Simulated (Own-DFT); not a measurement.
# Computed records: Hf31O64 (monoclinic hafnia with one vacancy, atoms displaced)

A calculation, not a measurement: plane-wave PBE density functional theory by an unreviewed code, no spin, of a simulated periodic cell, stress positive in tension, free energy of the whole cell less one offset for each atom, defect cell not probed for a lower state with spin; hafnium file: forces about 75 meV/angstrom off all-electron values; oxygen file: force components 24 meV/angstrom off all-electron in one glass; forces on such cells passed a denser k mesh, this cell's mesh not checked; offsets are fitted by least squares, one for each functional and potential file, so energies compare only between cells with the same atoms and settings and are not formation energies; the far tail of each file's local potential was reset to the Coulomb form; each entry is a single point on an unrelaxed cell, so the pressure reflects the starting lattice, mostly measured values, from which strain is counted, and rises with the displacements; printed positions are rounded, which can move forces by about a meV/angstrom; the program is a retired in-house code; no spin-orbit coupling; before rounding, a Quantum ESPRESSO 7.3.1 run of the same cell and cutoff gave forces within 1 meV/angstrom rms on each cell, which checks the program and not the settings. Program: Own-DFT development build.

```cif
# cell vector a (Å): 10.2340 0.0000 0.0000
# cell vector b (Å): 0.0000 10.3500 0.0000
# cell vector c (Å): -1.6955 0.0000 10.4453
data_Hf31O64
_symmetry_space_group_name_H-M 'P 1'
_symmetry_Int_Tables_number 1
_cell_length_a 10.2340
_cell_length_b 10.3500
_cell_length_c 10.5820
_cell_angle_alpha 90.000
_cell_angle_beta 99.220
_cell_angle_gamma 90.000
_cell_volume 1106.39
loop_
_atom_site_label
_atom_site_type_symbol
_atom_site_fract_x
_atom_site_fract_y
_atom_site_fract_z
_atom_site_occupancy
Hf1 Hf 0.13864 0.02269 0.09720 1
Hf2 Hf 0.36728 0.26298 0.14531 1
Hf3 Hf 0.36852 0.48113 0.39383 1
Hf4 Hf 0.12897 0.22532 0.35267 1
O1 O 0.03605 0.15982 0.16793 1
O2 O 0.46266 0.41604 0.07454 1
O3 O 0.46403 0.33114 0.33278 1
O4 O 0.03182 0.08313 0.42219 1
O5 O 0.22662 0.37825 0.24484 1
O6 O 0.27823 0.13495 0.01311 1
O7 O 0.27230 0.12636 0.26325 1
O8 O 0.22654 0.36671 0.48920 1
Hf5 Hf 0.13274 0.02787 0.59333 1
Hf6 Hf 0.35840 0.26948 0.65062 1
Hf7 Hf 0.35855 0.47969 0.89924 1
Hf8 Hf 0.14115 0.23938 0.85947 1
O9 O 0.04153 0.16325 0.66942 1
O10 O 0.46355 0.41860 0.56438 1
O11 O 0.46644 0.33069 0.81514 1
O12 O 0.03421 0.08180 0.92638 1
O13 O 0.22223 0.37869 0.73883 1
O14 O 0.27588 0.12379 0.50710 1
O15 O 0.26969 0.12222 0.76117 1
O16 O 0.23361 0.36032 0.99230 1
Hf9 Hf 0.13524 0.52752 0.10521 1
Hf10 Hf 0.36688 0.76277 0.14102 1
Hf11 Hf 0.36597 0.98196 0.39714 1
Hf12 Hf 0.14493 0.73262 0.34657 1
O17 O 0.03803 0.66979 0.16803 1
O18 O 0.45639 0.91592 0.06628 1
O19 O 0.45909 0.83443 0.30987 1
O20 O 0.04296 0.58131 0.42591 1
O21 O 0.23222 0.88410 0.24386 1
O22 O 0.28031 0.62265 0.00325 1
O23 O 0.28139 0.62649 0.25572 1
O24 O 0.22138 0.88069 0.49226 1
Hf13 Hf 0.13536 0.51309 0.60900 1
Hf14 Hf 0.35305 0.76971 0.64515 1
Hf15 Hf 0.36219 0.97768 0.89684 1
Hf16 Hf 0.14485 0.72883 0.85521 1
O25 O 0.04053 0.66051 0.67426 1
O26 O 0.45475 0.91422 0.57027 1
O27 O 0.45945 0.83568 0.82443 1
O28 O 0.03692 0.57579 0.92309 1
O29 O 0.22363 0.88500 0.74036 1
O30 O 0.29081 0.62140 0.51029 1
O31 O 0.27857 0.62542 0.75424 1
O32 O 0.23061 0.87248 0.99204 1
Hf17 Hf 0.64216 0.02430 0.10106 1
Hf18 Hf 0.85948 0.27650 0.15120 1
Hf19 Hf 0.86414 0.48699 0.38998 1
Hf20 Hf 0.63444 0.23029 0.35067 1
O33 O 0.53658 0.16186 0.17811 1
O34 O 0.96929 0.41813 0.07659 1
O35 O 0.95954 0.33091 0.32975 1
O36 O 0.54427 0.08846 0.42715 1
O37 O 0.72981 0.38464 0.24083 1
O38 O 0.77268 0.12996 0.01262 1
O39 O 0.78019 0.12521 0.26190 1
O40 O 0.72241 0.36988 0.49120 1
Hf21 Hf 0.63424 0.01879 0.60058 1
Hf22 Hf 0.87783 0.27422 0.64734 1
Hf23 Hf 0.85727 0.47885 0.88604 1
Hf24 Hf 0.63626 0.23150 0.84660 1
O41 O 0.53500 0.16075 0.66935 1
O42 O 0.96298 0.41425 0.56867 1
O43 O 0.96591 0.34379 0.82712 1
O44 O 0.53574 0.08071 0.92374 1
O45 O 0.72178 0.38438 0.73670 1
O46 O 0.77886 0.12284 0.51295 1
O47 O 0.77266 0.12683 0.76095 1
O48 O 0.72940 0.37257 0.99220 1
Hf25 Hf 0.64863 0.51652 0.10269 1
Hf26 Hf 0.86972 0.98384 0.39619 1
Hf27 Hf 0.63755 0.73032 0.34904 1
O49 O 0.53892 0.67034 0.16949 1
O50 O 0.96207 0.92167 0.07297 1
O51 O 0.95747 0.82586 0.32559 1
O52 O 0.54200 0.57644 0.42635 1
O53 O 0.72549 0.87871 0.23405 1
O54 O 0.77491 0.63197 0.01123 1
O55 O 0.77957 0.62148 0.26362 1
O56 O 0.72832 0.87519 0.48836 1
Hf28 Hf 0.63750 0.51802 0.60000 1
Hf29 Hf 0.86644 0.77683 0.65258 1
Hf30 Hf 0.86185 0.97920 0.90050 1
Hf31 Hf 0.64337 0.72986 0.84811 1
O57 O 0.54272 0.66129 0.67301 1
O58 O 0.96274 0.91825 0.57307 1
O59 O 0.96723 0.82547 0.81814 1
O60 O 0.54015 0.57590 0.93111 1
O61 O 0.71855 0.88097 0.73532 1
O62 O 0.77448 0.62493 0.51008 1
O63 O 0.77227 0.62529 0.75855 1
O64 O 0.72356 0.87760 0.98430 1
_calc_functional 'PBE'
_calc_potential_files 'PseudoDojo norm-conserving, scalar-relativistic, standard set'
_calc_wave_cutoff 72  # hartree
_calc_occupations 'Fermi-Dirac'
_calc_smearing_width 0.1  # eV
_calc_k_mesh '2 x 2 x 2 centred on Gamma'
_calc_free_energy_of_cell_above_offsets '-76.159'  # eV
_calc_pressure 5.92  # GPa
_calc_stress_xx -6.38  # GPa
_calc_stress_yy -5.14  # GPa
_calc_stress_zz -6.23  # GPa
_calc_stress_yz -0.23  # GPa
_calc_stress_xz -0.65  # GPa
_calc_stress_xy 0.68  # GPa
```

Force:
```tsv
element	x (eV/Å)	y (eV/Å)	z (eV/Å)
Hf	0.027	-1.354	1.56
Hf	-1.198	1.688	1.304
Hf	-1.636	-0.532	-0.24
Hf	2.582	1.729	-0.543
O	-1.284	1.417	0.8
O	0.557	-0.401	0.514
O	0.881	-0.703	-1.005
O	0.727	0.79	-0.458
O	-0.245	0.477	-1.023
O	-0.262	-1.247	-0.802
O	0.583	-0.394	-0.234
O	-0.651	-0.21	0.526
Hf	2.005	-2.329	2.365
Hf	0.859	-0.499	-2.32
Hf	1.933	-0.012	-0.069
Hf	-0.093	-2.455	-0.234
O	-1.703	2.091	0.827
O	-0.354	-1.463	2.116
O	-0.721	1.236	1.126
O	0.725	1.394	-1.41
O	-0.222	-0.134	1.064
O	-0.096	0.823	0.334
O	0.522	0.894	0.139
O	-0.542	1.517	-0.382
Hf	-0.335	-1.062	0.371
Hf	-0.194	1.514	-0.262
Hf	-0.522	0.05	-1.122
Hf	-1.846	0.086	-0.182
O	0.926	0.09	0.708
O	1.655	0.2	1.5
O	1.324	0.376	2.061
O	0.339	0.428	-0.465
O	-0.952	-0.264	-0.447
O	-0.49	0.336	0.151
O	-0.152	-0.336	0.104
O	-0.2	-1.809	-1.026
Hf	1.117	1.381	-2.262
Hf	1.039	0.175	-0.226
Hf	-0.076	0.509	-1.107
Hf	-0.724	0.013	-0.397
O	-0.751	0.476	0.032
O	1.515	-0.004	0.478
O	1.06	-1.006	-0.383
O	0.77	1.04	-0.846
O	-0.555	-0.729	-0.239
O	-1.196	1.187	0.025
O	-0.169	-0.942	1.128
O	-1.331	-0.963	-0.657
Hf	0.355	-2.338	0.419
Hf	1.155	-1.021	-1.326
Hf	-0.87	0.594	0.699
Hf	1.408	0.592	1.906
O	-0.102	0.033	-0.6
O	-0.613	-0.763	0.283
O	0.727	-0.278	-0.191
O	-1.678	-1.035	-0.757
O	-0.695	-0.826	-0.092
O	0.564	0.655	-0.265
O	-0.188	0.144	-0.281
O	0.64	-0.477	-0.586
Hf	1.231	0.194	0.336
Hf	-3.116	-1.423	-1.122
Hf	-0.651	2.115	2.406
Hf	0.592	-0.976	0.639
O	-1.134	0.811	0.31
O	0.811	0.261	0.945
O	1.341	-1.678	-0.779
O	0.231	1.115	-0.607
O	0.503	-0.888	0.706
O	0.539	0.931	0.275
O	0.666	-0.374	0.187
O	-0.227	-0.483	-0.617
Hf	-0.269	2.659	0.299
Hf	-3.186	-2.169	-1.796
Hf	1.657	0.154	-0.222
O	0.281	-1.02	-0.098
O	0.875	0.228	0.149
O	1.074	0.576	1.119
O	-0.011	1.525	-2.025
O	-1.014	0.78	0.819
O	-0.352	-1.027	-1.325
O	-1.077	-0.376	0.012
O	-0.699	-0.719	-0.315
Hf	0.605	0.005	0.061
Hf	-0.595	-1.555	-2.536
Hf	-0.299	-0.439	0.106
Hf	-1.232	0.013	2.014
O	-1.89	1.301	0.154
O	0.767	-0.14	0.493
O	-0.121	1.474	1.894
O	-0.435	0.731	-1.732
O	0.586	-0.364	0.538
O	0.722	0.717	0.31
O	1.327	-0.424	0.179
O	-0.846	0.117	-0.874
```
